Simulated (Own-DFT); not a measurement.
# Energy and forces against displacement in monoclinic HfO2, 96 atoms (Hf32O64)

All numbers below are calculated, not measured. The program, named Own-DFT, is a retired in-house plane-wave density functional code that no person has reviewed. Each row is one single-point run on a periodic cell that was not relaxed, without spin or spin-orbit coupling.

Settings of every run: PBE; PseudoDojo norm-conserving scalar-relativistic files; cutoff 72 hartree; 2 x 2 x 2 k mesh centred on Gamma; Fermi-Dirac smearing of 0.1 eV.

Known limits, some of them of some rows only: some atoms lie very close together; hafnium file: forces about 75 meV/angstrom off all-electron values; oxygen file: force components 24 meV/angstrom off all-electron in a glass; forces on such cells passed a denser k mesh, each cell not checked; stress not checked against mesh or cutoff.

Cell vectors in Å: (10.234, 0.000, 0.000); (0.000, 10.350, 0.000); (-1.696, 0.000, 10.445). In each run every atom was moved at random and independently from its ideal site; u is the rms move along one axis. E is the free energy for each atom above the fitted value at u = 0, and F the rms of the force components.

| run | u (Å) | E (meV/atom) | F (eV/Å) | largest force (eV/Å) | P (GPa) |
|---|---|---|---|---|---|
| 1 | 0.0198 | 9.2 | 0.435 | 1.42 | 4.05 |
| 2 | 0.0210 | 12.1 | 0.485 | 1.99 | 4.13 |
| 3 | 0.0489 | 64.3 | 1.159 | 4.47 | 6.00 |
| 4 | 0.0537 | ? | ? | ? | ? |
| 5 | 0.0750 | 140.2 | 1.741 | 9.23 | 8.54 |
| 6 | 0.0756 | 159.1 | 1.909 | 8.21 | 8.45 |
| 7 | 0.0853 | 172.8 | 1.843 | 7.76 | 9.01 |
| 8 | 0.1502 | 605.8 | 4.108 | 19.70 | 23.34 |
| 9 | 0.2013 | 1011.8 | 5.289 | 19.37 | 36.01 |

## Worked fit

For small independent moves the energy grows as E = (3/2) K u², with K the mean stiffness felt by one atom. The runs with u up to 0.11 Å give K = 17.2 ± 0.7 eV/Å², with residuals divided by u² + 0.0006 Å², since the noise grows with the moves. The scatter is 4.8 meV/atom at u = 0.05 Å. The forces follow F = G u with G = 23.2 eV/Å²; no force at u = 0 is resolved. G exceeds K because the moves of its neighbours add to the force on an atom, and stiffness differs between atoms. At u = 0.201 Å the parabola gives 1043 meV/atom and the run 1012. The pressure follows P = 3.92 + 762 u² GPa: at fixed volume, shortened bonds push harder than stretched ones pull.

## Withheld run

Question: what energy and rms force should run 4 give?

The fit gives 74 ± 6 meV/atom and about 1.25 eV/Å. The calculation gave 74.2 meV/atom and 1.205 eV/Å.
